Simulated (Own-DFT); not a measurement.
# Response to strain: wurtzite AlGaN with randomly placed atoms, 72 atoms (Al9Ga27N36)

All numbers below are calculated, not measured. The program, named Own-DFT, is a retired in-house plane-wave density functional code that no person has reviewed. Each row is one single-point run on a periodic cell that was not relaxed, without spin or spin-orbit coupling.

Settings of every run: PBE; PseudoDojo norm-conserving scalar-relativistic files; cutoff 42 hartree; 4 x 4 x 3 k mesh centred on Gamma; Fermi-Dirac smearing of 0.1 eV.

Known limits: forces on such cells passed a denser k mesh, each cell not checked; stress not checked against mesh or cutoff.

Unstrained cell vectors in Å: (9.509, 0.000, 0.000); (-4.755, 8.235, 0.000); (0.000, 0.000, 10.268). The unstrained cell has measured lattice constants (interpolated for alloys), not those of this functional. That, the random moves and any unrelaxed bonds set the pressure at no strain. Each run strains this cell uniformly, with the atoms carried along. Every atom was also moved at random, by a Gaussian of width 0.05 Å on each axis. The random placing of the alloy's atoms differs from row to row. Strain is the symmetric tensor, in per cent. Stress is positive in tension, and the pressure is minus a third of its trace.

| run | e_xx (%) | e_yy (%) | e_zz (%) | s_xx (GPa) | s_yy (GPa) | s_zz (GPa) | P (GPa) | E (meV/atom) |
|---|---|---|---|---|---|---|---|---|
| 1 | 2.75 | 2.75 | 0.00 | 5.57 | 3.98 | -4.08 | -1.83 | 25.1 |
| 2 | 2.25 | 2.25 | 0.00 | 3.42 | 3.22 | -2.98 | -1.22 | 0.2 |
| 3 | -2.75 | -2.75 | 0.00 | -24.20 | -25.09 | -14.40 | 21.23 | 88.5 |
| 4 | -2.50 | -2.50 | 0.00 | -24.68 | -23.92 | -11.33 | 19.97 | 70.9 |
| 5 | 0.25 | 0.25 | 0.00 | -5.91 | -3.89 | -8.52 | 6.11 | 0.0 |
| 6 | -1.75 | -1.75 | 0.00 | -18.22 | -16.67 | -11.59 | 15.49 | 45.4 |
| 7 | 2.00 | 2.00 | 0.00 | 0.87 | 2.65 | -4.06 | 0.18 | 6.0 |
| 8 | -3.00 | -3.00 | 0.00 | -26.87 | -26.75 | -12.12 | 21.91 | 72.2 |
| 9 | 2.50 | 2.50 | 0.00 | ? | ? | ? | ? | ? |

E is the free energy for each atom above the lowest run shown.

## Worked fit

The change of volume is close to e_xx + e_yy + e_zz. A straight line through the runs shown gives P = 8.87 - 215 x (fractional change of volume) GPa, with an error of 8 on the slope and a scatter of 1.01 GPa. The strain isn't the same on all axes and the cell isn't cubic, so the slope belongs to this path and is not the bulk modulus.

## Withheld run

Question: what pressure should run 9 give? Its volume changes by 5.06 %.

The line gives -2.0 GPa. The calculation gave -1.19 GPa.
